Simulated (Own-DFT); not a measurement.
GaN (wurtzite, strained, atoms displaced) (calculated)

Computed with Own-DFT development build. A calculation, not a measurement: plane-wave PBE density functional theory by an unreviewed code, no spin, of a simulated periodic cell, stress positive in tension, free energy of the whole cell less one offset for each atom, forces on such cells passed a denser k mesh, this cell's mesh not checked; offsets are fitted by least squares, one for each functional and potential file, so energies compare only between cells with the same atoms and settings and are not formation energies; the far tail of each file's local potential was reset to the Coulomb form; each entry is a single point on an unrelaxed cell, so the pressure reflects the starting lattice, mostly measured values (interpolated for alloys), from which strain is counted, and rises with the displacements; printed positions are rounded, which can move forces by about a meV/angstrom; the program, named Own-DFT, is a retired in-house code; no spin-orbit coupling.

Common to all runs: functional PBE; potential files PseudoDojo norm-conserving, scalar-relativistic, standard set with the stringent files for Ga; wave cutoff 96 hartree; occupations Gaussian; smearing width 0.01 eV; k mesh 3 x 4 x 3 centred on Gamma.

(1) GaN (wurtzite, strained, atoms displaced)

```xyz
96
Lattice="12.7560 0.0000 0.0000 -4.7835 8.2853 0.0000 0.0000 0.0000 10.2663" Properties=species:S:1:pos:R:3 GaN
Ga    -0.0189     1.8818     0.0467
Ga     1.6354     0.8896     2.5582
N     -0.0668     1.8842     1.8888
N      1.6500     0.9616     4.4797
Ga    -0.0697     1.7792     5.1319
Ga     1.5277     0.9556     7.6996
N      0.0471     1.7545     7.0109
N      1.5591     0.9538     9.5560
Ga    -1.5896     4.6347     0.0160
Ga     0.0285     3.8051     2.4963
N     -1.7064     4.5990     1.9620
N      0.0557     3.6884     4.5530
Ga    -1.5052     4.6047     5.1363
Ga     0.0114     3.7180     7.6463
N     -1.5299     4.6620     7.1168
N     -0.0049     3.6480     9.6450
Ga    -3.0875     7.3625     0.0307
Ga    -1.5917     6.4571     2.4794
N     -3.1952     7.4369     1.8369
N     -1.5753     6.5167     4.4781
Ga    -3.2428     7.3297     5.2416
Ga    -1.6642     6.3960     7.7511
N     -3.2403     7.3798     6.9691
N     -1.5441     6.4617     9.6733
Ga     3.2239     1.8035     0.0242
Ga     4.6916     0.9195     2.5396
N      3.2112     1.9534     1.9873
N      4.8079     0.9300     4.4801
Ga     3.2187     1.8348     5.0598
Ga     4.8146     0.9534     7.6860
N      3.1835     1.8857     7.0583
N      4.8361     0.9057     9.6977
Ga     1.5940     4.5387    10.2015
Ga     3.2501     3.6261     2.5083
N      1.4949     4.6212     1.9460
N      3.2148     3.7934     4.4878
Ga     1.5408     4.5520     5.1649
Ga     3.2639     3.6148     7.7122
N      1.5853     4.6889     7.0623
N      3.1569     3.7308     9.5605
Ga    -0.0131     7.3239    10.2635
Ga     1.6227     6.4986     2.5551
N     -0.0068     7.3837     1.9292
N      1.6220     6.4594     4.5169
Ga     0.0089     7.3073     5.1709
Ga     1.6729     6.4701     7.7830
N      0.0441     7.3903     7.1399
N      1.6058     6.4120     9.6149
Ga     6.4332     1.9130    10.2249
Ga     7.9451     1.0246     2.5962
N      6.4358     1.8128     1.9005
N      7.9447     1.0056     4.5459
Ga     6.3345     1.8216     5.0825
Ga     8.0050     1.0234     7.7852
N      6.3099     1.9153     7.1126
N      7.9829     0.8906     9.7090
Ga     4.7523     4.5753     0.0383
Ga     6.3925     3.6625     2.5704
N      4.8794     4.5613     2.0601
N      6.3456     3.6687     4.4823
Ga     4.7583     4.5935     5.1864
Ga     6.3782     3.6861     7.6176
N      4.8361     4.6377     7.1711
N      6.4003     3.6856     9.5496
Ga     3.2414     7.2655    10.1004
Ga     4.7025     6.4320     2.6674
N      3.2306     7.3744     1.9509
N      4.7825     6.4438     4.5345
Ga     3.2125     7.4200     5.2029
Ga     4.8080     6.4370     7.6702
N      3.1532     7.2963     7.0417
N      4.6286     6.4329     9.6691
Ga     9.6035     1.8697    10.2149
Ga    11.2421     0.9122     2.5827
N      9.6069     1.9146     1.8865
N     11.1807     0.9755     4.4438
Ga     9.4984     1.8903     5.1900
Ga    11.1741     0.9630     7.6017
N      9.6573     1.7672     7.0702
N     11.0970     0.9717     9.6311
Ga     7.9588     4.5835    10.2642
Ga     9.6282     3.7624     2.6148
N      7.9652     4.6442     1.7841
N      9.6117     3.7108     4.4342
Ga     7.9720     4.7147     5.2535
Ga     9.5156     3.6741     7.7031
N      8.0261     4.6398     7.0886
N      9.5937     3.6301     9.6726
Ga     6.4302     7.3170    10.1592
Ga     8.0712     6.4696     2.5816
N      6.3607     7.3097     1.9754
N      7.9976     6.5223     4.5133
Ga     6.3606     7.3579     5.0837
Ga     7.9230     6.4538     7.7052
N      6.2417     7.3402     7.1235
N      7.9211     6.4820     9.6844
```

| Item | Value |
| --- | --- |
| free energy of cell above offsets | -1.777 eV |
| pressure | 9.84 GPa |
| stress xx | -9.7 GPa |
| stress yy | -7.16 GPa |
| stress zz | -12.67 GPa |
| stress yz | -0.57 GPa |
| stress xz | 0.3 GPa |
| stress xy | 0.03 GPa |

Force:
| element | x (eV/Å) | y (eV/Å) | z (eV/Å) |
| --- | --- | --- | --- |
| Ga | -0.46 | -1.175 | -1.381 |
| Ga | -1.06 | 1.646 | 0.256 |
| N | 1.969 | 0.322 | 1.54 |
| N | -1.202 | -0.946 | 0.111 |
| Ga | 2.054 | 1.11 | -1.004 |
| Ga | 2.158 | -0.701 | -0.623 |
| N | -1.594 | 1.866 | 0.243 |
| N | 0.718 | -0.533 | 1.992 |
| Ga | -0.099 | -1.213 | -0.146 |
| Ga | -2.246 | -2.34 | 1.67 |
| N | 3.161 | 1.866 | -1.257 |
| N | -1.477 | -1.095 | -1.255 |
| Ga | -0.947 | 0.753 | -0.338 |
| Ga | 0.85 | -0.672 | 0.763 |
| N | -1.618 | -1.439 | -0.799 |
| N | -0.427 | 0.914 | -0.716 |
| Ga | -1.923 | 0.852 | -2.239 |
| Ga | -0.032 | 0.158 | 1.448 |
| N | 0.732 | -0.629 | 2 |
| N | -0.861 | -1.02 | -0.044 |
| Ga | 1.955 | 1.197 | -4.439 |
| Ga | 1.081 | 2.05 | -0.813 |
| N | 0.186 | -0.3 | 5.142 |
| N | -1.176 | -0.762 | -0.522 |
| Ga | -0.412 | 0.609 | -0.992 |
| Ga | 2.202 | -0.006 | 0.17 |
| N | -0.914 | -3.514 | -1.805 |
| N | -0.646 | -0.76 | -0.088 |
| Ga | -0.04 | 1.085 | 0.848 |
| Ga | -1.192 | -0.744 | 0.714 |
| N | 0.01 | -1.398 | -0.468 |
| N | -0.527 | 0.28 | -0.566 |
| Ga | -0.475 | 0.989 | 0.853 |
| Ga | -0.871 | 3.978 | 1.962 |
| N | 3.297 | 0.991 | -1.429 |
| N | -0.767 | -1.593 | -0.065 |
| Ga | 2.106 | 1.603 | -0.285 |
| Ga | -0.991 | 1.665 | -1.119 |
| N | 0.578 | -1.477 | 0.738 |
| N | 0.949 | -1.437 | 2.004 |
| Ga | 2.004 | 1.026 | -0.006 |
| Ga | 0.27 | -0.162 | 0.382 |
| N | -0.233 | -0.146 | -0.228 |
| N | -0.127 | -0.096 | -0.083 |
| Ga | 0.523 | 0.8 | 0.095 |
| Ga | -1.609 | -0.367 | -1.775 |
| N | -0.954 | -0.344 | -0.221 |
| N | -0.739 | -0.14 | 1.579 |
| Ga | -0.286 | -1.145 | 0.666 |
| Ga | 2.116 | -1.355 | -0.788 |
| N | -2.021 | 0.889 | 0.17 |
| N | 0.523 | -0.917 | -0.023 |
| Ga | 0.198 | 0.841 | 0.93 |
| Ga | -0.825 | -1.514 | -0.692 |
| N | 1.876 | -1.12 | -1.204 |
| N | 0.096 | 0.367 | -1.138 |
| Ga | 0.646 | 0.396 | 0.017 |
| Ga | 1.613 | -0.239 | -0.154 |
| N | -2.067 | 0.811 | -2.096 |
| N | 0.984 | 0.851 | 1.315 |
| Ga | 0.463 | 0.384 | -0.205 |
| Ga | 0.306 | 0.715 | 0.999 |
| N | -0.721 | -0.666 | -1.52 |
| N | -0.491 | 0.634 | 0.668 |
| Ga | -4.254 | 3.554 | 3.762 |
| Ga | 1.22 | 0.236 | -1.576 |
| N | -0.799 | 0.406 | -0.54 |
| N | -0.081 | 0.177 | 1.114 |
| Ga | -0.694 | -0.446 | -1.584 |
| Ga | -2.529 | -0.385 | 1.344 |
| N | 1.38 | 1.926 | 1.525 |
| N | 6.235 | -2.834 | -1.923 |
| Ga | -0.877 | -1.11 | 1.862 |
| Ga | -2 | -0.363 | -1.705 |
| N | -0.231 | -0.439 | 1.201 |
| N | -1.508 | -1.001 | 1.651 |
| Ga | 0.933 | 0.153 | -1.741 |
| Ga | 1.317 | -1.547 | 2.287 |
| N | -2.481 | 2.252 | -0.223 |
| N | 1.933 | -1.384 | -1.179 |
| Ga | 0.242 | 0.174 | -1.79 |
| Ga | -2.955 | -2.209 | -1.591 |
| N | 0.461 | -0.087 | 4.018 |
| N | -0.596 | 0.513 | 3.196 |
| Ga | 0.034 | -1.392 | -3.117 |
| Ga | 1.918 | -0.194 | 0.602 |
| N | -0.726 | -0.285 | 0.701 |
| N | -0.392 | 2.172 | -1.525 |
| Ga | -3.211 | 2.022 | 2.385 |
| Ga | -1.997 | -0.509 | -1.067 |
| N | 0.58 | 0.408 | -0.347 |
| N | -0.546 | -0.994 | -0.102 |
| Ga | -0.334 | 0.739 | 0.317 |
| Ga | 0.032 | 0.904 | 0.584 |
| N | 3.299 | 1.272 | -1.531 |
| N | 3.032 | -1.411 | -1.751 |

(2) GaN (wurtzite, strained, atoms displaced)

```xyz
96
Lattice="12.7560 0.0000 0.0000 -4.7835 8.2853 0.0000 0.0000 0.0000 10.2663" Properties=species:S:1:pos:R:3 GaN
Ga    -0.0057     1.8929    10.2475
Ga     1.5618     0.9528     2.6105
N      0.0440     1.8831     1.9628
N      1.5443     0.9192     4.5215
Ga     0.0173     1.8589     5.1118
Ga     1.5255     0.8160     7.6748
N      0.0339     1.7408     6.9512
N      1.5925     0.9658     9.6347
Ga    -1.6045     4.6604     0.0341
Ga     0.0465     3.7176     2.6481
N     -1.6204     4.5653     1.9566
N     -0.0108     3.6405     4.5194
Ga    -1.5876     4.5402     5.0668
Ga     0.0799     3.7856     7.5675
N     -1.5474     4.5984     7.0812
N      0.0145     3.7038     9.7147
Ga    -3.2605     7.3030    10.1261
Ga    -1.5191     6.4720     2.5613
N     -3.1799     7.3309     1.9324
N     -1.6304     6.4444     4.4678
Ga    -3.1400     7.3306     5.2012
Ga    -1.4717     6.4053     7.6743
N     -3.2622     7.2392     7.1084
N     -1.5809     6.4899     9.6071
Ga     3.1589     1.8420     0.0389
Ga     4.8858     0.8692     2.5391
N      3.1570     1.9359     1.9597
N      4.7659     0.8680     4.4373
Ga     3.2419     1.8805     5.0717
Ga     4.8014     0.9241     7.7312
N      3.1028     1.9115     7.1425
N      4.8682     0.8900     9.6463
Ga     1.5132     4.7084    10.2483
Ga     3.2810     3.6109     2.5670
N      1.6621     4.5653     2.0447
N      3.2056     3.6707     4.4838
Ga     1.6507     4.5238     5.1487
Ga     3.2163     3.6575     7.6243
N      1.5839     4.6402     7.1047
N      3.2110     3.6421     9.6768
Ga    -0.0039     7.2842    10.2412
Ga     1.6670     6.4720     2.5400
N      0.0661     7.3855     1.9677
N      1.6418     6.3754     4.5207
Ga    -0.0604     7.3780     5.1913
Ga     1.6356     6.4657     7.7287
N      0.0031     7.2689     7.1161
N      1.5329     6.3779     9.7016
Ga     6.4071     1.8246    10.2343
Ga     8.0117     0.9589     2.5339
N      6.3755     1.9104     1.9480
N      7.9378     0.9389     4.4895
Ga     6.4058     1.8963     5.1224
Ga     7.9394     0.9777     7.7357
N      6.3320     1.7984     7.0646
N      7.9692     0.7937     9.6760
Ga     4.7136     4.5877     0.0032
Ga     6.4017     3.7094     2.4735
N      4.7672     4.7259     1.8525
N      6.4713     3.6990     4.4981
Ga     4.7652     4.6623     5.1070
Ga     6.3698     3.6772     7.7392
N      4.7951     4.6048     6.9838
N      6.4387     3.6032     9.7104
Ga     3.1256     7.2618    10.2310
Ga     4.6456     6.4185     2.5702
N      3.2681     7.3622     1.9616
N      4.7720     6.4644     4.4436
Ga     3.2128     7.3676     5.1432
Ga     4.8264     6.4470     7.7214
N      3.2520     7.2761     7.0317
N      4.8708     6.4846     9.5825
Ga     9.4889     1.8759    10.2522
Ga    11.2095     0.9054     2.5147
N      9.5617     1.8816     1.9100
N     11.1726     1.0097     4.5345
Ga     9.6102     1.9006     5.1167
Ga    11.1308     0.9108     7.6702
N      9.6394     1.7998     7.0329
N     11.2657     0.9260     9.5464
Ga     7.9240     4.4733    10.2599
Ga     9.5861     3.6319     2.5623
N      7.9823     4.6400     1.8833
N      9.5650     3.6665     4.5229
Ga     7.9723     4.6162     5.1254
Ga     9.5141     3.6584     7.7321
N      7.9366     4.6391     7.1139
N      9.5519     3.7645     9.6488
Ga     6.3405     7.4168    10.2124
Ga     7.9749     6.4161     2.6703
N      6.5017     7.3906     1.9418
N      7.9031     6.5322     4.4990
Ga     6.4771     7.4480     5.2559
Ga     8.0513     6.5694     7.6822
N      6.3609     7.2908     7.1451
N      8.0473     6.5327     9.6072
```

| Quantity | Value |
| --- | --- |
| free energy of cell above offsets | -2.530 eV |
| pressure | 9.6 GPa |
| stress xx | -9.2 GPa |
| stress yy | -8.56 GPa |
| stress zz | -11.05 GPa |
| stress yz | 0.04 GPa |
| stress xz | -0.04 GPa |
| stress xy | -1.53 GPa |

Force:
| element | x (eV/Å) | y (eV/Å) | z (eV/Å) |
| --- | --- | --- | --- |
| Ga | 0.619 | -0.388 | 0.564 |
| Ga | 0.687 | -1.299 | -0.907 |
| N | -0.814 | 0.246 | -0.374 |
| N | 1.577 | -0.34 | 0.399 |
| Ga | -0.136 | -0.6 | -0.464 |
| Ga | 0.88 | 1.432 | 0.544 |
| N | -0.759 | 1.192 | 2.127 |
| N | -0.005 | -0.873 | -0.338 |
| Ga | 0.287 | -0.535 | -0.294 |
| Ga | -0.224 | -0.321 | -1.673 |
| N | 1.004 | 0.769 | 0.403 |
| N | 0.724 | 0.988 | 0.658 |
| Ga | -0.087 | 1.112 | 0.939 |
| Ga | -1.81 | -2.939 | 2.106 |
| N | -1.127 | -0.468 | -0.736 |
| N | -0.75 | 0.683 | -1.652 |
| Ga | 3.078 | 2.619 | 3.22 |
| Ga | -1.528 | -0.124 | -0.601 |
| N | 0.508 | 0.486 | -0.149 |
| N | 0.74 | -0.564 | 1.076 |
| Ga | -1.061 | 0.639 | -1.347 |
| Ga | -2.698 | -0.817 | 0.863 |
| N | 5.548 | 2.489 | -1.814 |
| N | -0.157 | -0.752 | 0.012 |
| Ga | 0.36 | -0.488 | -0.453 |
| Ga | -1.389 | 1.378 | -0.18 |
| N | 0.977 | -3.241 | -0.324 |
| N | 0.56 | 0.757 | 1.353 |
| Ga | -0.904 | -1.247 | 0.966 |
| Ga | -1.498 | -0.214 | -0.136 |
| N | 1.084 | -2.868 | -1.664 |
| N | -1.104 | -0.31 | 0.336 |
| Ga | 1.322 | -4.582 | 2.094 |
| Ga | -0.474 | 2.563 | -0.131 |
| N | -0.332 | 1.149 | -1.309 |
| N | 0.7 | 0.135 | 0.314 |
| Ga | -0.814 | 1.327 | -0.493 |
| Ga | -0.136 | 1.435 | 1.714 |
| N | 2.083 | 0.392 | -0.763 |
| N | -0.821 | 1.112 | -1.219 |
| Ga | -0.684 | 2.026 | 0.977 |
| Ga | -0.366 | -1.075 | 1.262 |
| N | 0.06 | -0.949 | -1.159 |
| N | -0.889 | 0.783 | 0.159 |
| Ga | 1.32 | -0.94 | -1.157 |
| Ga | 0.396 | -0.258 | -0.653 |
| N | 1.299 | 2.365 | -0.64 |
| N | 1.112 | 2.452 | -1.838 |
| Ga | -0.334 | -1.024 | 1.036 |
| Ga | -0.494 | -0.295 | 0.555 |
| N | 0.52 | -1.162 | -0.691 |
| N | 0.888 | -0.063 | 0.143 |
| Ga | -0.519 | -0.709 | -0.434 |
| Ga | 0.963 | -1.374 | -0.934 |
| N | 0.756 | 0.744 | 0.056 |
| N | 0.059 | 1.286 | -0.57 |
| Ga | 1.05 | 0.442 | -0.958 |
| Ga | -0.283 | 1.079 | 1.046 |
| N | 0.496 | -2.218 | 1.326 |
| N | -1.853 | 0.117 | -0.824 |
| Ga | 1.021 | -0.226 | -0.753 |
| Ga | -0.163 | 0.363 | -0.573 |
| N | 0.065 | -0.249 | 1.673 |
| N | -2.122 | 0.605 | -1.595 |
| Ga | 1.686 | 0.325 | 0.854 |
| Ga | 3.835 | 0.582 | 0.501 |
| N | -2.404 | 1.746 | -1.833 |
| N | 0.734 | 0.329 | 1.313 |
| Ga | -0.366 | 0.026 | -0.827 |
| Ga | -0.704 | -1.022 | -0.827 |
| N | -0.901 | 1.497 | 1.436 |
| N | -2.074 | -1.355 | 1.046 |
| Ga | 1.686 | -0.478 | -0.41 |
| Ga | -0.012 | 0.192 | 0.689 |
| N | 0.446 | -1.039 | -0.186 |
| N | -0.243 | -1.161 | -0.824 |
| Ga | -0.926 | -1.4 | -0.048 |
| Ga | 1.513 | -0.121 | -0.146 |
| N | -2.18 | 0.973 | 0.746 |
| N | -1.889 | 0.762 | 1.193 |
| Ga | 1.317 | 3.373 | 0.255 |
| Ga | -0.606 | 1.418 | 0.075 |
| N | 0.298 | -0.736 | 1.055 |
| N | -0.263 | 0.997 | -0.579 |
| Ga | 0.295 | 0.821 | 0.712 |
| Ga | 0.897 | 0.634 | -0.805 |
| N | 0.41 | -0.434 | -0.39 |
| N | 0.393 | -1.424 | -0.158 |
| Ga | 2.145 | -0.095 | 1.415 |
| Ga | 0.602 | 0.722 | -2.458 |
| N | -1.993 | -0.355 | -0.702 |
| N | 1.675 | -1.326 | 1.8 |
| Ga | -2.02 | 0.081 | -1.501 |
| Ga | -4.551 | -3.703 | 2.152 |
| N | 0.932 | 1.415 | -0.807 |
| N | -4.137 | -2.891 | -0.861 |

(3) GaN (wurtzite, strained, atoms displaced)

```xyz
96
Lattice="12.7560 0.0000 0.0000 -4.7835 8.2853 0.0000 0.0000 0.0000 10.2663" Properties=species:S:1:pos:R:3 GaN
Ga    -0.0050     1.8536    10.1456
Ga     1.6129     0.8712     2.4879
N      0.0569     1.7714     1.8624
N      1.6143     0.8943     4.4942
Ga     0.0846     1.8617     5.1566
Ga     1.5874     0.8747     7.7150
N     -0.0254     1.9002     7.0941
N      1.5786     0.8849     9.5600
Ga    -1.5901     4.6236     0.0077
Ga    -0.0174     3.6931     2.5515
N     -1.6459     4.5972     1.8701
N     -0.0113     3.6399     4.4803
Ga    -1.6024     4.5073     5.1364
Ga     0.0838     3.6689     7.6930
N     -1.5329     4.6370     7.0212
N      0.0202     3.7183     9.6754
Ga    -3.2613     7.3258     0.0469
Ga    -1.5782     6.4727     2.6440
N     -3.1970     7.3052     1.8586
N     -1.6311     6.3922     4.5005
Ga    -3.2321     7.3824     5.1232
Ga    -1.6210     6.5293     7.6654
N     -3.1778     7.3603     7.1163
N     -1.6216     6.4288     9.6536
Ga     3.2082     1.7892     0.0185
Ga     4.8013     0.9459     2.4944
N      3.1866     1.7304     1.9512
N      4.6975     0.9135     4.4340
Ga     3.0795     1.7990     5.0994
Ga     4.8389     0.8871     7.7225
N      3.2074     1.8880     7.0688
N      4.8204     0.9117     9.6233
Ga     1.6137     4.5907     0.0456
Ga     3.2308     3.6461     2.5619
N      1.5692     4.5929     1.9954
N      3.1858     3.7575     4.5108
Ga     1.5854     4.6556     5.0999
Ga     3.1672     3.6692     7.6936
N      1.6172     4.6195     7.1083
N      3.2252     3.6768     9.6379
Ga     0.0345     7.4302     0.0521
Ga     1.5897     6.4981     2.5476
N     -0.0375     7.4210     1.9304
N      1.5605     6.3911     4.5119
Ga     0.0161     7.3541     5.1377
Ga     1.5247     6.4692     7.6939
N     -0.0946     7.3010     7.0494
N      1.6540     6.4604     9.6641
Ga     6.3765     1.8813    10.2529
Ga     7.9732     0.9759     2.5098
N      6.3472     1.8020     1.9568
N      7.9922     0.9940     4.5292
Ga     6.3464     1.9460     5.1721
Ga     7.8935     0.8452     7.7390
N      6.4786     1.8478     7.0840
N      7.9408     0.8850     9.6742
Ga     4.7852     4.6437    10.2021
Ga     6.3826     3.6077     2.5968
N      4.7705     4.5662     1.9464
N      6.4392     3.6939     4.5415
Ga     4.7464     4.5832     5.1078
Ga     6.3609     3.7138     7.6522
N      4.8105     4.4662     7.1190
N      6.3816     3.6800     9.6935
Ga     3.2332     7.4130     0.0548
Ga     4.8600     6.3120     2.5427
N      3.1910     7.3834     1.9410
N      4.7789     6.5113     4.6017
Ga     3.1168     7.2707     5.0350
Ga     4.7156     6.4944     7.7313
N      3.1441     7.3474     6.9966
N      4.6587     6.4956     9.6458
Ga     9.5095     1.8043     0.0165
Ga    11.1296     0.8879     2.6183
N      9.5170     1.9686     1.9100
N     11.2225     0.9015     4.5470
Ga     9.6491     1.9069     5.1980
Ga    11.2195     0.9227     7.7133
N      9.5462     1.8882     7.0315
N     11.2072     0.9107     9.6120
Ga     7.9516     4.6810    10.2484
Ga     9.5270     3.8240     2.5170
N      7.8744     4.5259     1.8065
N      9.5779     3.6549     4.4653
Ga     7.9153     4.7206     5.1568
Ga     9.5647     3.6376     7.7438
N      8.0512     4.6159     7.1130
N      9.5924     3.6817     9.6303
Ga     6.2906     7.3732    10.2510
Ga     7.9397     6.4565     2.5043
N      6.3587     7.3474     1.9772
N      7.9218     6.4435     4.4078
Ga     6.3471     7.4121     5.0616
Ga     7.9597     6.4072     7.7327
N      6.4744     7.3911     7.0214
N      7.9761     6.4877     9.6447
```

| Item | Value |
| --- | --- |
| free energy of cell above offsets | -5.186 eV |
| pressure | 8.61 GPa |
| stress xx | -7.29 GPa |
| stress yy | -7.34 GPa |
| stress zz | -11.19 GPa |
| stress yz | 0.41 GPa |
| stress xz | -0.24 GPa |
| stress xy | -0.54 GPa |

Force:
| element | x (eV/Å) | y (eV/Å) | z (eV/Å) |
| --- | --- | --- | --- |
| Ga | 0.597 | 0.128 | 1.417 |
| Ga | -0.903 | -0.25 | 0.655 |
| N | -1.153 | 0.629 | 0.486 |
| N | -1.268 | -0.338 | -0.858 |
| Ga | -0.962 | -0.424 | -0.236 |
| Ga | 0.375 | 0.984 | -1.12 |
| N | 1.128 | -1.084 | -0.388 |
| N | 0.535 | 0.19 | 1.853 |
| Ga | 0.012 | -0.115 | -1.115 |
| Ga | -0.495 | -1.043 | -0.469 |
| N | 1.16 | 0.85 | 1.574 |
| N | 0.713 | 0.5 | 0.099 |
| Ga | -0.157 | 0.925 | -0.084 |
| Ga | -1.386 | 1.359 | 0.526 |
| N | -0.453 | -0.447 | 1.229 |
| N | 0.06 | -0.285 | -0.664 |
| Ga | 1.711 | 0.713 | -2.092 |
| Ga | -0.33 | -0.633 | -1.632 |
| N | 0.052 | 0.167 | 2.462 |
| N | 0.261 | 0.458 | 0.871 |
| Ga | 0.303 | -1.01 | 0.345 |
| Ga | -0.46 | -2.597 | 1.413 |
| N | -1.342 | 0.175 | -1.421 |
| N | 0.443 | 1.072 | -0.341 |
| Ga | -0.641 | 0.487 | -0.907 |
| Ga | -0.35 | -0.712 | 1.5 |
| N | 0.108 | 1.791 | -0.595 |
| N | 0.995 | 0.357 | 1.083 |
| Ga | 2.327 | 1.18 | 0.803 |
| Ga | -0.711 | 0.663 | -1.179 |
| N | -0.21 | -1.543 | -0.236 |
| N | -0.159 | 0.458 | 0.337 |
| Ga | 0.14 | 0.381 | -0.33 |
| Ga | -1.294 | -0.157 | 0.015 |
| N | 0.8 | 0.402 | -0.31 |
| N | -0.524 | -1.423 | -0.419 |
| Ga | -0.489 | -1.839 | 0.868 |
| Ga | 0.212 | 0.071 | 0.356 |
| N | 0.149 | 0.305 | -1.006 |
| N | -0.477 | -0.396 | 0.554 |
| Ga | -0.494 | -1.799 | -1.197 |
| Ga | -0.223 | -0.599 | -0.233 |
| N | 0.529 | -0.955 | 0.703 |
| N | -0.573 | 1.228 | -0.994 |
| Ga | -1.111 | 0.46 | -0.638 |
| Ga | 0.61 | -0.554 | 0.643 |
| N | 2.191 | 1.868 | -0.113 |
| N | -0.766 | 0.088 | -0.014 |
| Ga | 0.015 | -0.28 | 0.402 |
| Ga | 0.544 | -0.359 | 1.81 |
| N | 0.463 | 0.751 | -0.955 |
| N | -0.468 | -0.939 | -0.549 |
| Ga | 0.524 | -2.465 | -0.659 |
| Ga | 1.954 | 0.47 | -0.86 |
| N | -1.934 | 0.142 | 0.252 |
| N | 0.054 | 0.82 | -0.511 |
| Ga | -0.119 | -0.773 | 0.564 |
| Ga | -0.008 | 0.5 | -0.353 |
| N | 0.535 | -0.761 | -0.62 |
| N | -1.308 | 1.019 | -0.61 |
| Ga | 1.044 | 0.734 | 1.014 |
| Ga | 1.913 | -0.907 | 1.389 |
| N | -1.293 | 2.674 | -1.065 |
| N | -0.094 | 0.816 | -1.328 |
| Ga | -2.161 | -0.444 | 0.134 |
| Ga | -1.359 | 1.938 | 1.264 |
| N | 0.701 | -0.363 | 0.925 |
| N | -0.169 | -1.918 | -1.709 |
| Ga | 0.904 | 2.799 | 0.707 |
| Ga | 0.897 | -0.638 | -1.589 |
| N | -0.175 | -0.214 | 0.651 |
| N | 2.349 | -0.836 | -0.344 |
| Ga | 1.162 | 1.142 | -0.589 |
| Ga | 0.238 | 1.481 | -0.822 |
| N | 0.833 | -1.449 | 0.479 |
| N | -0.075 | 1.351 | -0.51 |
| Ga | -1.184 | -1.054 | -1.65 |
| Ga | -1.286 | 0.139 | -0.919 |
| N | 0.302 | -1.549 | 2.118 |
| N | -1.542 | -0.213 | 0.483 |
| Ga | 0.564 | -1.294 | -1.361 |
| Ga | -0.182 | -1.28 | 0.582 |
| N | 0.389 | 1.4 | 2.461 |
| N | -0.83 | 1.265 | -0.074 |
| Ga | 1.651 | -1.438 | 0.185 |
| Ga | 1.249 | 0.825 | -0.62 |
| N | -1.337 | -0.064 | -0.621 |
| N | -0.695 | -0.167 | 0.587 |
| Ga | 1.037 | 0.202 | 0.173 |
| Ga | 0.57 | -0.967 | -0.216 |
| N | -0.515 | 0.208 | -1.057 |
| N | 0.449 | 0.729 | 0.714 |
| Ga | 0.584 | -0.592 | 1.227 |
| Ga | 0.473 | 0.722 | -0.389 |
| N | -1.426 | -0.496 | 0.64 |
| N | -1.709 | -0.354 | 0.019 |
